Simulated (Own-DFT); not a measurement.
# How strain changes the stress of hcp Ru, 36 atoms (Ru36)

All numbers below are calculated, not measured. They come from Own-DFT, an in-house plane-wave density functional program, since retired, whose code no person has reviewed. Each row is one single-point run on a periodic cell that was not relaxed, without spin or spin-orbit coupling.

Settings of every run: PBE; PseudoDojo norm-conserving scalar-relativistic files; cutoff 50 hartree; 5 x 5 x 4 k mesh centred on Gamma; cold (Marzari-Vanderbilt) smearing of 0.2 eV.

Known limits: forces on such cells failed a check on a denser k mesh; stress not checked against mesh or cutoff.

Unstrained cell vectors in Å: (8.118, 0.000, 0.000); (-4.059, 7.030, 0.000); (0.000, 0.000, 8.563). The unstrained cell has measured lattice constants (interpolated for alloys), not those of this functional. That, the random moves and any unrelaxed bonds set the pressure at no strain. Each run strains this cell uniformly, with the atoms carried along. Every atom was also moved at random, by a Gaussian of width 0.05 Å on each axis. Strain is the symmetric tensor, in per cent. Stress is positive in tension, and the pressure is minus a third of its trace.

| run | e_xx (%) | e_yy (%) | e_zz (%) | e_yz (%) | e_xz (%) | e_xy (%) | s_xx (GPa) | s_yy (GPa) | s_zz (GPa) | s_yz (GPa) | s_xz (GPa) | s_xy (GPa) | P (GPa) | E (meV/atom) |
|---|---|---|---|---|---|---|---|---|---|---|---|---|---|---|
| 1 | -0.68 | -0.58 | 1.50 | 1.96 | -0.96 | -0.53 | -9.58 | -9.62 | -0.95 | 7.36 | -3.10 | -2.52 | 6.72 | 16.5 |
| 2 | 0.25 | -0.07 | -0.28 | -1.88 | 1.66 | 1.72 | -7.73 | -9.13 | -11.46 | -7.43 | 6.72 | 7.33 | 9.44 | 46.6 |
| 3 | -1.42 | 0.28 | 1.88 | -1.28 | 0.41 | -1.93 | -12.03 | -6.10 | 2.87 | -4.82 | 1.13 | -7.78 | 5.09 | 21.0 |
| 4 | -1.46 | 0.63 | -0.12 | 0.08 | -0.91 | 1.11 | -15.15 | -6.79 | -10.40 | 0.42 | -3.76 | 4.27 | 10.78 | 17.3 |
| 5 | 0.57 | -1.55 | -0.69 | 1.99 | -0.17 | 1.42 | -9.40 | -18.10 | -15.10 | 8.04 | -0.50 | 6.16 | 14.20 | 45.1 |
| 6 | -1.96 | 0.61 | 1.01 | -1.81 | 0.67 | -0.37 | -18.18 | -6.09 | -4.57 | -6.84 | 2.65 | -0.92 | 9.62 | 41.3 |
| 7 | 1.40 | 0.95 | 0.71 | 0.29 | 1.60 | -1.99 | 3.12 | 0.49 | 0.16 | 1.28 | 5.35 | -7.42 | -1.26 | 26.0 |
| 8 | -0.92 | -1.49 | 1.36 | 0.19 | 0.12 | -0.78 | -15.65 | -17.78 | -3.82 | 0.87 | 0.95 | -3.93 | 12.42 | 56.4 |
| 9 | -0.36 | 0.67 | 1.81 | -0.44 | -1.42 | 0.73 | -4.67 | -0.82 | 4.42 | -1.65 | -4.79 | 2.67 | 0.36 | 4.5 |
| 10 | -1.29 | 0.23 | -0.55 | 1.69 | -1.75 | 1.73 | -15.87 | -12.09 | -14.66 | 7.25 | -6.61 | 7.45 | 14.21 | 50.5 |
| 11 | -1.44 | 0.60 | 0.44 | 0.95 | 1.21 | -0.29 | -15.13 | -5.97 | -6.43 | 3.84 | 4.61 | -1.64 | 9.18 | 23.3 |
| 12 | 1.77 | 0.09 | 0.27 | 1.21 | 1.05 | 0.34 | 2.99 | -3.74 | -3.55 | 4.64 | 3.98 | 0.53 | 1.43 | 17.5 |
| 13 | 1.01 | 1.51 | 1.61 | -0.44 | 0.16 | -0.89 | 4.11 | 5.57 | 7.22 | -1.58 | 0.38 | -2.92 | -5.63 | 0.0 |
| 14 | 1.78 | 0.72 | -1.71 | -0.57 | -0.11 | 1.49 | 0.28 | -2.66 | -13.02 | -2.29 | -0.23 | 5.17 | 5.13 | 5.3 |
| 15 | -1.91 | 1.22 | -1.86 | 1.71 | -1.60 | -1.76 | -22.67 | -9.81 | -24.80 | 6.81 | -6.75 | -7.38 | 19.10 | 90.5 |
| 16 | 1.04 | -0.30 | -1.22 | 0.54 | 0.87 | 0.17 | ? | ? | ? | ? | ? | ? | ? | ? |

E is the free energy for each atom above the lowest run shown.

## Worked fit

Each stress component was fitted by least squares to a constant and the strains of the runs shown, as fractions, with shears doubled. Shear strains stay in the fit of a normal stress only where such slopes are resolved. The slopes, in GPa:

| stress | at no strain | per e_xx | per e_yy | per e_zz | scatter |
|---|---|---|---|---|---|
| s_xx | -8.5 | 612 ± 19 | 207 ± 28 | 219 ± 20 | 0.92 |
| s_yy | -8.5 | 206 ± 19 | 616 ± 29 | 204 ± 22 | 0.97 |
| s_zz | -8.6 | 211 ± 23 | 187 ± 34 | 691 ± 25 | 1.12 |

Each shear stress against twice its own strain: yz 197 ± 4, xz 187 ± 5, xy 205 ± 9 GPa. These are stiffnesses along x, y and z of the frame in which the cell vectors are given, which need not be the crystal's axes. The atoms are held to the strained lattice; where symmetry lets them move under strain, relaxing them would lower some slopes. The table should be nearly symmetric about its diagonal, and what it lacks of that shows the noise. A ninth of its sum, 350 ± 11 GPa, estimates the bulk modulus near the mean pressure of these runs, 7.4 GPa, so it lies above the value at zero pressure.

## Withheld run

Question: what normal stresses and pressure should run 16 give?

The fit gives s_xx = -5.4, s_yy = -10.7, s_zz = -15.4 and P = 10.5 GPa. The calculation gave -4.50, -10.33, -14.78 and P = 9.87 GPa.
